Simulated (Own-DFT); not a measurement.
# Computed records: Hf36O71 (tetragonal hafnia with one neutral oxygen vacancy, atoms displaced)

All values are calculated (Own-DFT development build). A calculation, not a measurement: plane-wave PBE and HSE06 DFT by an unreviewed code, no spin, of a simulated cell at Gamma alone, so results move with cell size and shape, stress positive in tension, energies less offsets, not probed for a lower state with spin; hafnium file: forces about 75 meV/angstrom off all-electron values; oxygen file: force components 24 meV/angstrom off all-electron in a glass; k mesh not checked against a denser one; forces and stress are PBE's, HSE06 gives the energy alone, and its difference from PBE has offsets of its own; offsets are fitted by least squares, one for each functional and potential file, so energies compare only between cells with the same atoms and settings and are not formation energies; the far tail of each file's local potential was reset to the Coulomb form; each entry is a single point on an unrelaxed cell, so the pressure reflects the starting lattice, taken from the Materials Project, from which strain is counted, and rises with the displacements; printed positions are rounded, which can move forces by about a meV/angstrom; the program is a retired in-house code; no spin-orbit coupling.

```cif
# cell vector a (Å): 10.7800 0.0000 0.0000
# cell vector b (Å): 0.0000 10.7800 0.0000
# cell vector c (Å): 0.0000 0.0000 10.4493
data_Hf36O71
_symmetry_space_group_name_H-M 'P 1'
_symmetry_Int_Tables_number 1
_cell_length_a 10.7800
_cell_length_b 10.7800
_cell_length_c 10.4493
_cell_angle_alpha 90.000
_cell_angle_beta 90.000
_cell_angle_gamma 90.000
_cell_volume 1214.30
loop_
_atom_site_label
_atom_site_type_symbol
_atom_site_fract_x
_atom_site_fract_y
_atom_site_fract_z
_atom_site_occupancy
Hf1 Hf 0.00356 0.99435 0.99722 1
Hf2 Hf 0.16577 0.16537 0.25164 1
O1 O 0.00126 0.17071 0.15678 1
O2 O 0.16914 0.00116 0.34633 1
O3 O 0.00109 0.17032 0.40273 1
O4 O 0.16677 0.99998 0.10480 1
Hf3 Hf 0.99548 0.00467 0.49761 1
Hf4 Hf 0.16488 0.16588 0.75090 1
O5 O 0.00371 0.16425 0.65224 1
O6 O 0.16661 0.00093 0.84299 1
O7 O 0.99916 0.16775 0.90394 1
O8 O 0.16589 0.00421 0.59110 1
Hf5 Hf 0.99871 0.32971 0.99710 1
Hf6 Hf 0.16483 0.49875 0.25598 1
O9 O 0.00217 0.50311 0.15480 1
O10 O 0.16449 0.33497 0.34789 1
O11 O 0.00241 0.50039 0.40328 1
O12 O 0.16340 0.33199 0.10040 1
Hf7 Hf 0.00199 0.32903 0.49961 1
Hf8 Hf 0.16288 0.49361 0.75552 1
O13 O 0.00023 0.49980 0.65358 1
O14 O 0.16878 0.32856 0.84883 1
O15 O 0.99660 0.49712 0.90514 1
O16 O 0.16195 0.33566 0.59557 1
Hf9 Hf 0.99654 0.66607 0.99347 1
Hf10 Hf 0.16776 0.83407 0.25161 1
O17 O 0.99633 0.83599 0.14797 1
O18 O 0.16833 0.66561 0.34871 1
O19 O 0.00106 0.83391 0.39935 1
O20 O 0.16266 0.66837 0.09739 1
Hf11 Hf 0.00335 0.66724 0.49693 1
Hf12 Hf 0.16724 0.83392 0.74776 1
O21 O 0.99858 0.83508 0.64679 1
O22 O 0.16004 0.66406 0.84960 1
O23 O 0.99699 0.83921 0.90412 1
O24 O 0.16640 0.66136 0.59816 1
Hf13 Hf 0.33243 0.00391 0.99444 1
Hf14 Hf 0.50007 0.16641 0.25273 1
O25 O 0.33412 0.16939 0.15277 1
O26 O 0.50336 0.00246 0.34648 1
O27 O 0.33041 0.16949 0.40476 1
O28 O 0.49660 0.00660 0.09767 1
Hf15 Hf 0.33201 0.00443 0.50000 1
Hf16 Hf 0.49923 0.17280 0.75168 1
O29 O 0.33465 0.16730 0.64686 1
O30 O 0.50234 0.00045 0.85380 1
O31 O 0.33058 0.16816 0.90505 1
O32 O 0.49845 0.00094 0.59728 1
Hf17 Hf 0.33729 0.33650 0.00124 1
Hf18 Hf 0.50151 0.50013 0.24751 1
O33 O 0.32853 0.50236 0.15383 1
O34 O 0.49809 0.33312 0.34580 1
O35 O 0.33425 0.49326 0.40559 1
O36 O 0.49986 0.33085 0.10004 1
Hf19 Hf 0.33314 0.33255 0.50224 1
Hf20 Hf 0.50246 0.50502 0.75237 1
O37 O 0.33368 0.49774 0.64851 1
O38 O 0.49895 0.33194 0.84945 1
O39 O 0.32804 0.49967 0.89992 1
O40 O 0.49919 0.33575 0.59698 1
Hf21 Hf 0.32811 0.66472 0.00162 1
Hf22 Hf 0.49713 0.83420 0.24578 1
O41 O 0.33848 0.83288 0.14859 1
O42 O 0.50390 0.66979 0.34770 1
O43 O 0.33301 0.83369 0.40323 1
O44 O 0.49824 0.66984 0.09753 1
Hf23 Hf 0.34196 0.66953 0.49811 1
Hf24 Hf 0.50305 0.83044 0.74847 1
O45 O 0.33417 0.83567 0.65054 1
O46 O 0.49875 0.66458 0.85006 1
O47 O 0.32972 0.84214 0.90445 1
O48 O 0.50073 0.66473 0.60096 1
Hf25 Hf 0.67483 0.99892 0.00244 1
Hf26 Hf 0.83528 0.16780 0.24590 1
O49 O 0.66956 0.16364 0.15480 1
O50 O 0.83548 0.99958 0.34215 1
O51 O 0.66722 0.16737 0.40145 1
O52 O 0.83005 0.99441 0.09882 1
Hf27 Hf 0.66615 0.99904 0.50263 1
Hf28 Hf 0.84079 0.16424 0.75143 1
O53 O 0.66909 0.16872 0.65555 1
O54 O 0.83122 0.00014 0.84650 1
O55 O 0.66915 0.16679 0.90436 1
O56 O 0.83484 0.00122 0.59720 1
Hf29 Hf 0.67027 0.33086 0.00119 1
Hf30 Hf 0.83099 0.49834 0.24797 1
O57 O 0.66526 0.49993 0.15036 1
O58 O 0.82989 0.33445 0.34729 1
O59 O 0.66868 0.49768 0.40296 1
O60 O 0.83625 0.33455 0.09686 1
Hf31 Hf 0.66337 0.33086 0.49856 1
Hf32 Hf 0.82960 0.50594 0.75285 1
O61 O 0.66955 0.50281 0.64817 1
O62 O 0.83234 0.33480 0.84657 1
O63 O 0.67079 0.49488 0.89761 1
O64 O 0.83015 0.32981 0.59821 1
Hf33 Hf 0.67096 0.67074 0.99811 1
Hf34 Hf 0.83614 0.83568 0.24903 1
O65 O 0.66311 0.83290 0.15788 1
O66 O 0.83395 0.66176 0.34565 1
O67 O 0.66634 0.83231 0.40039 1
O68 O 0.83162 0.66895 0.09305 1
Hf35 Hf 0.66174 0.66431 0.50205 1
Hf36 Hf 0.82975 0.83205 0.74947 1
O69 O 0.67263 0.82976 0.64898 1
O70 O 0.83501 0.66849 0.83954 1
O71 O 0.83123 0.66784 0.59790 1
_calc_first_functional 'PBE'
_calc_second_functional 'HSE06'
_calc_exact_exchange_share 0.25
_calc_screening 0.11  # 1/bohr
_calc_exchange_divergence 'Gygi-Baldereschi'
_calc_potential_files 'PseudoDojo norm-conserving, scalar-relativistic, made for PBE, standard set'
_calc_wave_cutoff 48  # hartree
_calc_occupations 'fixed'
_calc_k_mesh '1 x 1 x 1 centred on Gamma'
_calc_PBE_energy_of_cell_above_offsets '-100.344'  # eV
_calc_HSE06_less_PBE_above_offsets '-0.099'  # eV
_calc_PBE_pressure 0.95  # GPa
_calc_PBE_stress_xx 0.31  # GPa
_calc_PBE_stress_yy -1.59  # GPa
_calc_PBE_stress_zz -1.57  # GPa
_calc_PBE_stress_yz -0.33  # GPa
_calc_PBE_stress_xz -0.67  # GPa
_calc_PBE_stress_xy 0  # GPa
```

Force:
| element | x (eV/Å) | y (eV/Å) | z (eV/Å) |
| --- | --- | --- | --- |
| Hf | -0.09 | 0.945 | 1.573 |
| Hf | 0.9 | 0.854 | -0.577 |
| O | -0.506 | -0.435 | -0.658 |
| O | -0.099 | -0.375 | 0.252 |
| O | -0.144 | -0.99 | -0.296 |
| O | -0.227 | -0.096 | -1.188 |
| Hf | 0.664 | -1.054 | -0.074 |
| Hf | 1.079 | 0.243 | -0.736 |
| O | -0.414 | -0.005 | -0.072 |
| O | -0.445 | -0.078 | 0.501 |
| O | -0.071 | -1.082 | -0.519 |
| O | -0.141 | -0.247 | 0.544 |
| Hf | 0.704 | 0.714 | 1.172 |
| Hf | -0.492 | -0.128 | -0.457 |
| O | -0.797 | 0.147 | -0.193 |
| O | -0.004 | -0.745 | 0.278 |
| O | -0.02 | -0.42 | 0.156 |
| O | 0.563 | 0.133 | -0.802 |
| Hf | -1.162 | 1.969 | 0.216 |
| Hf | 0.43 | 0.816 | -1.699 |
| O | -0.539 | 0.011 | 0.645 |
| O | -0.384 | 0.28 | 0.02 |
| O | 0.13 | 0.319 | -0.325 |
| O | 0.859 | -0.349 | 0.727 |
| Hf | 1.122 | -0.141 | 1.258 |
| Hf | -0.06 | -0.177 | -0.508 |
| O | 0.882 | -0.014 | 0.211 |
| O | 0.132 | 0.596 | -0.046 |
| O | 0.019 | 0.297 | -0.211 |
| O | 0.123 | 0.448 | -0.306 |
| Hf | -0.46 | -0.44 | 0.623 |
| Hf | -0.195 | -0.87 | -0.613 |
| O | 0.497 | 0.042 | 0.891 |
| O | 0.115 | 0.79 | -0.198 |
| O | 0.222 | -1.417 | -1.067 |
| O | 0.742 | 0.725 | -0.194 |
| Hf | 0.913 | 0.121 | 1.752 |
| Hf | -0.108 | -0.223 | -0.816 |
| O | -0.439 | 0.093 | 0.387 |
| O | -0.33 | -0.475 | 0.371 |
| O | 0.145 | -0.488 | -0.536 |
| O | 0.787 | -0.311 | -0.234 |
| Hf | 0.139 | -0.154 | -0.236 |
| Hf | 0.633 | -1.202 | -0.401 |
| O | -0.365 | 0.012 | 1.098 |
| O | 0.275 | -0.531 | -1.254 |
| O | 0.156 | 0.352 | -0.795 |
| O | 0.653 | -0.378 | 0.188 |
| Hf | -1.054 | -0.711 | 0.816 |
| Hf | -0.508 | -0.139 | 0.467 |
| O | 0.996 | 0.07 | -0.394 |
| O | 0.263 | 0.246 | 0.182 |
| O | 0.265 | 1.702 | -0.494 |
| O | 0.478 | 0.5 | -0.387 |
| Hf | -0.282 | 0.504 | 0.185 |
| Hf | -0.475 | -1.526 | -1.079 |
| O | 0.172 | 0.107 | 1.286 |
| O | -0.147 | 0.975 | 0.156 |
| O | 0.36 | 0.259 | 0.289 |
| O | 0.35 | -0.316 | 0.416 |
| Hf | -0.01 | 0.787 | 0.41 |
| Hf | 0.397 | 0.58 | 0.558 |
| O | -1.574 | -0.187 | 0.377 |
| O | -0.555 | -0.834 | 0.334 |
| O | 0.042 | 0.271 | -0.309 |
| O | 0.503 | -0.502 | -0.528 |
| Hf | -2.095 | -1.211 | 0.027 |
| Hf | -0.48 | 1.461 | 0.483 |
| O | -0.03 | -0.39 | 0.407 |
| O | 0.378 | 1.044 | -0.033 |
| O | -0.169 | -2.165 | -0.866 |
| O | -0.078 | 0.355 | 0.546 |
| Hf | -2.387 | 0.192 | -0.525 |
| Hf | -0.385 | 0.468 | 0.965 |
| O | -0.102 | 0.326 | -0.404 |
| O | 0.221 | 0.546 | 0.697 |
| O | -0.028 | -0.616 | 0.371 |
| O | 1.592 | 0.322 | -0.207 |
| Hf | -0.421 | 0.269 | -0.867 |
| Hf | -1.534 | 1.412 | -0.486 |
| O | -0.553 | -0.396 | 0.18 |
| O | -0.316 | -0.52 | 0.426 |
| O | 0.062 | -0.075 | 0.323 |
| O | -0.429 | 0.207 | 0.007 |
| Hf | -0.233 | -0.146 | -0.216 |
| Hf | 0.767 | 0.062 | 0.669 |
| O | 0.107 | -0.051 | -0.183 |
| O | 0.273 | -0.381 | -0.432 |
| O | -0.605 | 0.392 | -0.295 |
| O | -0.454 | -0.144 | 0.08 |
| Hf | 1 | 0.064 | 0.302 |
| Hf | 0.703 | -2.039 | -1.789 |
| O | -1.008 | 0.176 | 0.605 |
| O | 0.331 | -0.552 | 0.13 |
| O | -0.275 | 1.291 | 0.48 |
| O | 0.698 | -0.127 | -0.402 |
| Hf | -1.25 | -0.208 | 0.391 |
| Hf | -0.567 | -0.973 | 0.561 |
| O | 0.757 | -0.043 | -1.411 |
| O | 0.051 | 0.845 | -0.379 |
| O | 0.229 | 0.356 | 0.92 |
| O | -0.007 | -0.08 | -0.294 |
| Hf | 1.938 | -0.069 | -1.15 |
| Hf | 1.271 | 0.633 | -0.919 |
| O | -1.712 | 0.433 | 0.746 |
| O | -0.282 | 0.525 | 1.79 |
| O | 0.419 | -0.054 | -0.381 |
